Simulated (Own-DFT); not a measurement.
AlN (wurtzite, atoms displaced) (calculated)

A calculation, not a measurement: plane-wave PBE density functional theory by an unreviewed code, no spin, of a simulated periodic cell, stress positive in tension, free energy of the whole cell less one offset for each atom, forces on such cells passed a denser k mesh, this cell's mesh not checked; offsets are fitted by least squares, one for each functional and potential file, so energies compare only between cells with the same atoms and settings and are not formation energies; the far tail of each file's local potential was reset to the Coulomb form; each entry is a single point on an unrelaxed cell, so the pressure reflects the starting lattice, mostly measured values (interpolated for alloys), from which strain is counted, and rises with the displacements; printed positions are rounded, which can move forces by about a meV/angstrom; the program, named Own-DFT, is a retired in-house code; no spin-orbit coupling. Program: Own-DFT development build.

Common to all runs: functional PBE; potential files PseudoDojo norm-conserving, scalar-relativistic, standard set; wave cutoff 42 hartree; occupations Fermi-Dirac; smearing width 0.1 eV; hardware one NVIDIA H100; k mesh 2 x 2 x 2 centred on Gamma.

(1) AlN (wurtzite, atoms displaced)

```
AlN
1.0
     12.4480     0.0000     0.0000
     -6.2240    10.7803     0.0000
      0.0000     0.0000     9.9640
Al N Al N Al N Al N Al N Al N Al N Al N Al N Al N Al N Al N Al N Al N Al N Al N Al N Al N Al N Al N Al N Al N Al N Al N Al N Al N Al N Al N Al N Al N Al N Al N
2 2 2 2 2 2 2 2 2 2 2 2 2 2 2 2 2 2 2 2 2 2 2 2 2 2 2 2 2 2 2 2 2 2 2 2 2 2 2 2 2 2 2 2 2 2 2 2 2 2 2 2 2 2 2 2 2 2 2 2 2 2 2 2
Direct
  0.08355 0.16760 0.99847
  0.16822 0.08425 0.24772
  0.08570 0.16731 0.18847
  0.16759 0.08115 0.43956
  0.08555 0.16619 0.50447
  0.16726 0.08167 0.75023
  0.08419 0.16588 0.69565
  0.16638 0.08082 0.94194
  0.08466 0.41789 0.99780
  0.16534 0.33237 0.25246
  0.08322 0.41785 0.18916
  0.16670 0.33238 0.43776
  0.08411 0.41580 0.49829
  0.16598 0.33314 0.75115
  0.08242 0.41839 0.69124
  0.16883 0.33651 0.94351
  0.08335 0.66594 0.00321
  0.16586 0.58215 0.24931
  0.08514 0.66720 0.18696
  0.16737 0.58206 0.43979
  0.08417 0.66824 0.49938
  0.16710 0.58443 0.74694
  0.08406 0.66809 0.69132
  0.16310 0.58334 0.93949
  0.08431 0.91670 0.00063
  0.16671 0.83066 0.25127
  0.08122 0.91487 0.19108
  0.16562 0.83208 0.44293
  0.08671 0.92043 0.50096
  0.16486 0.83249 0.74725
  0.08289 0.91860 0.69026
  0.16811 0.83868 0.94090
  0.33356 0.16578 0.00265
  0.41571 0.08263 0.24901
  0.33303 0.16511 0.18914
  0.41269 0.08091 0.44381
  0.33170 0.16143 0.49876
  0.41530 0.08316 0.74977
  0.33159 0.16609 0.69401
  0.41745 0.08338 0.94212
  0.33599 0.41788 0.99907
  0.41671 0.33236 0.24780
  0.33298 0.41595 0.19339
  0.41740 0.33371 0.44058
  0.33340 0.41586 0.50195
  0.41598 0.33378 0.74592
  0.33372 0.41493 0.69039
  0.41544 0.33280 0.94099
  0.33288 0.66651 0.99909
  0.41615 0.58596 0.25051
  0.33431 0.66389 0.19234
  0.41569 0.58449 0.44163
  0.33172 0.66693 0.50004
  0.41503 0.58356 0.74995
  0.33243 0.66464 0.69053
  0.41620 0.58253 0.94154
  0.33338 0.92167 0.99800
  0.41659 0.83295 0.25234
  0.33207 0.91752 0.19050
  0.42004 0.83327 0.44290
  0.33747 0.92061 0.50246
  0.41716 0.83219 0.75178
  0.33702 0.91813 0.69135
  0.41443 0.83219 0.94262
  0.58348 0.16480 0.99880
  0.66560 0.08399 0.25039
  0.58210 0.16578 0.19285
  0.66340 0.07641 0.43910
  0.58103 0.16593 0.49972
  0.66482 0.08589 0.74950
  0.58241 0.16517 0.69148
  0.66815 0.08693 0.94045
  0.58161 0.41280 0.00009
  0.66915 0.33193 0.25068
  0.58539 0.41873 0.18627
  0.66532 0.33425 0.43844
  0.58545 0.41702 0.49961
  0.66369 0.32951 0.75189
  0.58334 0.41524 0.68950
  0.66683 0.33415 0.94355
  0.58453 0.66682 0.00304
  0.66910 0.58183 0.24939
  0.58496 0.66697 0.19023
  0.66587 0.58488 0.43998
  0.58142 0.66759 0.50616
  0.66582 0.58268 0.74665
  0.58201 0.66440 0.68821
  0.66607 0.58510 0.94317
  0.58510 0.91837 0.00248
  0.66925 0.83380 0.25081
  0.58290 0.92025 0.19162
  0.66544 0.83007 0.44205
  0.58084 0.91461 0.50395
  0.66345 0.83261 0.75011
  0.58115 0.91811 0.68960
  0.66615 0.83069 0.94238
  0.83261 0.16559 0.99713
  0.91864 0.08233 0.24795
  0.83263 0.16564 0.19342
  0.91607 0.08093 0.44192
  0.83479 0.16686 0.49951
  0.91862 0.08454 0.74507
  0.83436 0.17070 0.69091
  0.91214 0.07880 0.94171
  0.83307 0.42136 0.99814
  0.91450 0.33204 0.24778
  0.82931 0.41802 0.18897
  0.91515 0.33287 0.44038
  0.83479 0.41785 0.50112
  0.91997 0.33553 0.75320
  0.83167 0.41452 0.69411
  0.91668 0.33386 0.93683
  0.83450 0.66909 0.99905
  0.91504 0.58053 0.25028
  0.83222 0.66539 0.18818
  0.91861 0.58310 0.44233
  0.82966 0.66391 0.49936
  0.91516 0.58465 0.74880
  0.83440 0.66891 0.69168
  0.91697 0.58368 0.93846
  0.83241 0.91879 0.00077
  0.91570 0.83165 0.25007
  0.83240 0.91580 0.19144
  0.91583 0.83355 0.43930
  0.83335 0.91638 0.50275
  0.91593 0.83701 0.74966
  0.83524 0.91763 0.69158
  0.91629 0.83307 0.93931
```

Results for AlN (wurtzite, atoms displaced): free energy of cell above offsets -62.230 eV; pressure 3.8 GPa; stress xx -3.32 GPa; stress yy -4.18 GPa; stress zz -3.92 GPa; stress yz 0.16 GPa; stress xz 0.09 GPa; stress xy 0.18 GPa; wall time 391.5 s.

Force:
```
element  x (eV/Å)  y (eV/Å)  z (eV/Å)
     Al     0.084    -0.272    -0.082
     Al    -0.266    -0.608     0.053
      N    -0.363     -0.11     0.261
      N     -0.41      0.78         0
     Al    -0.307    -0.133    -0.721
     Al    -0.124     0.144     0.698
      N     0.105     0.362    -0.547
      N    -0.216     0.693      -0.1
     Al    -0.441    -0.055      0.27
     Al     0.243      0.31    -1.007
      N    -0.148    -0.486      0.19
      N    -0.036     -0.26     1.187
     Al    -0.379    -0.041      0.14
     Al     0.098     0.387     0.177
      N     0.833    -0.271    -0.405
      N    -0.028    -0.566     -0.64
     Al    -0.345     0.691    -1.296
     Al     0.287      0.13    -0.063
      N    -0.359    -0.461     1.227
      N    -0.555      0.23     0.118
     Al      0.23    -0.405     0.301
     Al    -0.333    -0.015     0.582
      N    -0.148    -0.295    -0.376
      N     0.847     0.183    -0.092
     Al    -0.686    -0.181     0.104
     Al    -0.522       0.6    -0.125
      N     0.442     0.187     0.174
      N     0.551      0.59    -0.139
     Al    -0.627    -1.311    -0.349
     Al     0.275     0.537     0.532
      N     0.216     -0.29    -0.105
      N     0.362    -1.108     -0.37
     Al    -0.292     0.194    -0.819
     Al     0.077    -0.077     0.278
      N     0.141     0.236     0.519
      N     0.866     0.552    -0.785
     Al    -0.521     1.438     0.495
     Al     0.105     0.034     0.311
      N     0.379    -0.037    -0.781
      N    -0.019     0.643     -0.41
     Al    -0.259    -0.136     0.708
     Al     0.124      0.54      0.27
      N     -0.08     0.178     -0.37
      N     0.127    -0.614     0.128
     Al     0.083     0.325    -0.805
     Al     0.415    -0.255     0.755
      N    -0.738     0.346     0.143
      N     0.291    -0.289    -0.365
     Al    -0.185    -0.219     0.269
     Al     1.255    -0.826     0.255
      N    -1.107     0.875    -0.417
      N     0.099    -0.286     0.276
     Al     0.466    -0.104    -0.116
     Al      0.48     -0.41     0.184
      N    -0.107     0.509     0.039
      N    -0.006     0.403    -0.311
     Al     0.411    -1.222     0.417
     Al    -0.025     0.075    -0.431
      N     0.385    -0.301     0.184
      N     -1.25    -0.113    -0.183
     Al    -0.155    -1.485    -0.188
     Al    -0.397    -0.011     0.105
      N    -0.627    -0.365     0.136
      N      0.31     0.545    -0.124
     Al     -0.33     0.677     0.586
     Al     0.309    -0.212     0.177
      N      0.01     0.126    -0.312
      N    -0.249     1.397     0.657
     Al      0.64    -0.041     -0.22
     Al     1.023    -0.328     0.007
      N    -0.643     0.248    -0.332
      N     0.056    -0.862    -0.185
     Al    -0.312     1.087    -0.299
     Al    -1.348     0.158    -0.441
      N     0.041    -0.929     0.999
      N     0.777    -0.391     0.498
     Al     -0.73     0.129    -0.233
     Al     0.265      0.73     0.027
      N    -0.021     0.028     0.149
      N     0.061    -0.656    -0.543
     Al    -0.249    -0.311    -0.213
     Al    -0.939     0.243    -0.147
      N    -0.233      0.01     0.524
      N     0.072    -0.489     0.268
     Al      0.18    -0.404    -1.758
     Al     0.263     0.041     0.978
      N    -0.335     0.426     1.211
      N     0.435    -0.682    -0.824
     Al    -0.322    -0.358    -0.274
     Al    -0.811     -0.22     0.168
      N     0.538    -0.777    -0.079
      N    -0.149     0.706     0.288
     Al     0.933     0.014    -0.822
     Al     0.547     0.156     0.113
      N     0.596    -0.137     0.872
      N    -0.565     0.709    -0.393
     Al     0.133     0.571     0.487
     Al    -0.257     0.097       0.4
      N     0.104     0.062    -0.665
      N       0.4     0.616     0.041
     Al    -0.532    -0.335    -0.117
     Al    -0.879    -0.196     0.872
      N     0.236    -0.692    -0.043
      N      0.49     1.349    -0.607
     Al     0.512    -0.764    -0.097
     Al     0.095     0.389     0.046
      N     1.341    -0.306    -0.015
      N     0.274     0.125    -0.234
     Al    -0.216    -0.467     0.326
     Al    -0.763    -0.127    -0.796
      N    -0.123     0.392    -0.431
      N    -0.011     0.009     1.401
     Al      -0.2    -0.443    -0.261
     Al      0.02     0.812    -0.095
      N     0.644     0.185     0.491
      N    -0.496      0.01    -0.317
     Al     0.495     0.867     0.074
     Al     0.405     -0.29     0.066
      N    -0.345    -0.136    -0.387
      N    -0.068     0.572     0.308
     Al     0.576    -1.155     0.019
     Al     -0.03     0.081    -0.023
      N     0.306     0.248      -0.2
      N     0.414    -0.147     0.506
     Al    -0.103    -0.427    -0.607
     Al     0.712    -0.693     0.256
      N    -1.082     0.041     -0.07
      N    -0.093     0.567     0.265
```

(2) AlN (wurtzite, atoms displaced)

```
AlN
1.0
     12.4480     0.0000     0.0000
     -6.2240    10.7803     0.0000
      0.0000     0.0000     9.9640
Al N Al N Al N Al N Al N Al N Al N Al N Al N Al N Al N Al N Al N Al N Al N Al N Al N Al N Al N Al N Al N Al N Al N Al N Al N Al N Al N Al N Al N Al N Al N Al N
2 2 2 2 2 2 2 2 2 2 2 2 2 2 2 2 2 2 2 2 2 2 2 2 2 2 2 2 2 2 2 2 2 2 2 2 2 2 2 2 2 2 2 2 2 2 2 2 2 2 2 2 2 2 2 2 2 2 2 2 2 2 2 2
Direct
  0.08427 0.16601 0.00209
  0.16919 0.08633 0.25096
  0.08642 0.16852 0.18977
  0.16624 0.08198 0.43794
  0.08154 0.16660 0.50010
  0.16887 0.08575 0.74882
  0.08300 0.16475 0.69103
  0.16736 0.08295 0.94142
  0.08558 0.41764 0.99964
  0.16872 0.33293 0.25105
  0.08642 0.41699 0.18855
  0.16717 0.33249 0.44329
  0.08403 0.41789 0.49870
  0.16584 0.32964 0.74938
  0.08360 0.41674 0.69222
  0.16543 0.33085 0.94308
  0.08613 0.67031 0.99830
  0.16846 0.58317 0.25027
  0.08152 0.66393 0.19103
  0.16379 0.58232 0.44508
  0.08263 0.66513 0.50036
  0.16705 0.58454 0.75362
  0.08336 0.66633 0.68796
  0.16592 0.58005 0.94532
  0.08506 0.91840 0.99784
  0.16680 0.83291 0.24689
  0.08306 0.92030 0.18964
  0.16788 0.83453 0.43891
  0.08094 0.91386 0.49904
  0.16607 0.83097 0.75233
  0.08247 0.91537 0.69245
  0.16557 0.83154 0.94035
  0.33252 0.16530 0.00281
  0.41226 0.08383 0.24755
  0.33276 0.16327 0.19491
  0.41559 0.08489 0.43872
  0.33149 0.16590 0.49730
  0.41637 0.08337 0.74798
  0.33100 0.16692 0.69226
  0.41778 0.08354 0.94221
  0.33355 0.41593 0.00112
  0.41717 0.33414 0.24974
  0.33505 0.41858 0.18841
  0.41798 0.33568 0.44398
  0.33329 0.41840 0.50302
  0.41809 0.33094 0.74987
  0.33228 0.41714 0.69008
  0.41642 0.33557 0.94194
  0.33231 0.66571 0.99918
  0.41767 0.58189 0.24846
  0.33442 0.66513 0.19004
  0.41703 0.58402 0.43845
  0.33350 0.66726 0.49680
  0.41936 0.58685 0.74881
  0.33362 0.66482 0.68798
  0.41612 0.58332 0.94328
  0.33489 0.91812 0.00220
  0.41629 0.83471 0.24660
  0.33248 0.91648 0.19060
  0.41384 0.83156 0.44259
  0.33085 0.91548 0.49977
  0.41647 0.83303 0.74911
  0.33217 0.91394 0.69132
  0.41692 0.83105 0.94229
  0.58192 0.16302 0.99846
  0.66668 0.08281 0.25171
  0.58305 0.16730 0.18870
  0.67035 0.08759 0.44434
  0.58498 0.16813 0.50145
  0.66518 0.08425 0.75011
  0.58138 0.16716 0.69188
  0.66671 0.08324 0.94122
  0.58377 0.41871 0.99836
  0.66856 0.33468 0.25269
  0.58228 0.41407 0.18865
  0.66888 0.33910 0.44276
  0.58393 0.41537 0.50001
  0.66874 0.33584 0.75172
  0.58232 0.41853 0.68977
  0.66920 0.33652 0.94417
  0.58190 0.66660 0.99883
  0.66838 0.58304 0.24739
  0.58285 0.66848 0.19323
  0.66455 0.58287 0.43891
  0.58227 0.66821 0.50055
  0.66586 0.58070 0.75201
  0.58006 0.66564 0.69230
  0.66688 0.58223 0.94200
  0.58563 0.91585 0.00269
  0.66739 0.83674 0.24631
  0.58437 0.91623 0.19130
  0.66447 0.83285 0.43599
  0.58517 0.91508 0.50213
  0.66330 0.82939 0.75052
  0.58185 0.91506 0.69451
  0.66816 0.83594 0.94037
  0.83359 0.16388 0.00070
  0.92124 0.08551 0.24838
  0.83090 0.16701 0.18931
  0.91797 0.08439 0.44053
  0.83602 0.16632 0.50154
  0.91577 0.08277 0.75073
  0.83328 0.16395 0.69129
  0.91403 0.08165 0.94207
  0.83411 0.41715 0.99933
  0.91601 0.33358 0.24613
  0.82929 0.41572 0.19246
  0.91753 0.33740 0.43906
  0.83285 0.41750 0.50118
  0.91790 0.33474 0.74825
  0.83668 0.41887 0.69202
  0.91757 0.33296 0.94155
  0.83210 0.66451 0.99924
  0.91810 0.58433 0.25170
  0.83391 0.66644 0.19172
  0.91288 0.58286 0.43976
  0.83434 0.66527 0.50147
  0.91725 0.58298 0.75105
  0.83378 0.66603 0.68979
  0.91644 0.58320 0.93646
  0.83099 0.91817 0.99814
  0.91479 0.83296 0.25186
  0.83253 0.91715 0.19108
  0.91686 0.83105 0.44068
  0.83732 0.91904 0.49970
  0.91945 0.83815 0.74906
  0.83315 0.91534 0.68990
  0.91686 0.83411 0.94219
```

The calculation gives: free energy of cell above offsets -62.341 eV; pressure 3.75 GPa; stress xx -4.32 GPa; stress yy -3.43 GPa; stress zz -3.49 GPa; stress yz 0.11 GPa; stress xz 0.24 GPa; stress xy -0.04 GPa; wall time 365 s.

Force:
```
element  x (eV/Å)  y (eV/Å)  z (eV/Å)
     Al    -0.298    -0.091    -0.515
     Al    -0.346    -0.827     -0.17
      N    -0.097    -0.106     0.344
      N    -0.511     0.102     0.764
     Al     0.809    -0.035     0.063
     Al    -0.332    -0.825      0.35
      N    -0.318     -0.11    -0.094
      N     0.014     0.313    -0.242
     Al    -0.232    -0.891     0.057
     Al    -0.235     0.483    -0.067
      N    -0.374    -0.215     0.638
      N    -0.209     0.138    -0.428
     Al    -0.096    -0.339      0.48
     Al    -0.196     0.822     0.309
      N       0.2     -0.05    -0.157
      N     0.262     0.159    -0.455
     Al    -0.339    -1.352     0.482
     Al    -0.197    -0.128     0.102
      N     0.369     0.553    -0.221
      N     0.636      0.28    -1.019
     Al    -0.483     0.375    -0.368
     Al     0.337    -0.423    -0.599
      N     0.059    -0.007     0.796
      N    -0.339     1.116    -0.794
     Al     -0.54    -0.472     0.432
     Al    -0.678     0.025     0.347
      N     0.413     -0.54     0.095
      N    -0.391    -0.581     0.003
     Al     0.504     0.416     0.107
     Al    -0.213     0.259    -0.639
      N     0.533     0.542    -0.346
      N     0.395     0.813     0.244
     Al     0.149     0.528    -0.284
     Al     1.892    -0.277     0.628
      N    -0.937     1.305    -0.901
      N     0.547    -0.266     0.452
     Al     0.058     0.414     0.339
     Al    -0.382    -0.364     0.334
      N     0.859    -0.189    -0.554
      N    -0.513    -0.156    -0.417
     Al    -0.444     0.208    -0.495
     Al     0.189     0.042     0.316
      N     0.061    -0.742     0.572
      N    -0.262    -0.541    -0.552
     Al     0.315     0.021    -0.325
     Al    -0.982     0.747     0.057
      N     0.484    -0.093     0.651
      N     0.512    -0.803    -0.167
     Al     0.283    -0.048     0.369
     Al    -0.128     0.501     0.219
      N     -0.39     0.429     0.204
      N    -0.258    -0.195     0.297
     Al    -0.091    -0.432     0.323
     Al    -0.803    -1.258     0.517
      N     -0.44     0.459     0.481
      N     0.092    -0.059    -0.614
     Al     0.117    -0.477    -0.606
     Al     0.396    -0.549     0.679
      N     0.005     0.108    -0.122
      N     0.448      0.81    -0.593
     Al     0.386     0.372    -0.043
     Al    -0.012    -0.454     0.225
      N    -0.236     0.564     0.036
      N    -0.264     0.524    -0.062
     Al      0.21      1.18     0.446
     Al    -0.428     0.337     -0.04
      N    -0.078    -0.377     0.642
      N    -0.167    -0.836    -0.226
     Al    -0.489     0.124    -0.455
     Al     0.451    -0.325     0.085
      N     0.341     0.345    -0.016
      N     0.147    -0.297    -0.173
     Al     0.156    -0.741     0.489
     Al    -0.682    -0.528    -0.462
      N    -0.082     0.442     0.297
      N     0.364    -1.304    -0.025
     Al     -0.76      0.94    -0.049
     Al    -0.127    -0.006     0.094
      N     0.689    -0.619     0.359
      N    -0.335    -0.762    -0.804
     Al     0.272      0.13     0.569
     Al    -0.645    -0.088     0.422
      N     0.632     -0.11    -0.853
      N     0.327     0.196     0.398
     Al     0.476    -0.381    -0.539
     Al    -0.017     0.815    -0.453
      N     1.101     0.163    -0.233
      N    -0.464     0.511    -0.216
     Al    -0.764     0.255    -0.551
     Al     0.369    -0.861     0.589
      N      -0.7     0.472     -0.06
      N     0.781     0.478      0.85
     Al    -0.801     0.374    -0.196
     Al      0.36      0.82    -0.057
      N     0.242     0.347    -0.528
      N    -0.102    -0.849    -0.024
     Al    -0.672     0.829    -0.209
     Al    -0.853     -0.22    -0.015
      N     0.909    -0.253     0.405
      N     0.064    -0.111    -0.283
     Al    -0.457     0.745    -0.257
     Al     0.202    -0.225     0.114
      N    -0.417     0.573     0.021
      N     0.787      0.39    -0.217
     Al     0.196    -0.036     0.321
     Al     0.112     0.289     0.276
      N     1.058     0.638    -0.428
      N      0.31    -0.806     0.155
     Al     0.334     0.213    -0.116
     Al     0.244    -0.434     0.499
      N    -0.535     -0.54    -0.243
      N    -0.064    -0.094    -0.071
     Al     0.316     0.696      0.13
     Al    -0.429    -0.462     -0.26
      N     0.111     0.119    -0.393
      N      1.08     0.101     0.306
     Al    -1.084    -0.062    -0.225
     Al    -0.126     0.437    -0.536
      N     -0.25     0.229     0.511
      N      0.36     0.208     0.963
     Al      1.09    -0.536     0.488
     Al     0.337     0.107    -0.654
      N     0.245     0.389    -0.128
      N    -0.409     0.329     0.139
     Al    -0.686    -0.823    -0.252
     Al    -0.111    -1.262     0.491
      N    -0.515     0.246     0.019
      N     -0.18    -0.054    -0.291
```
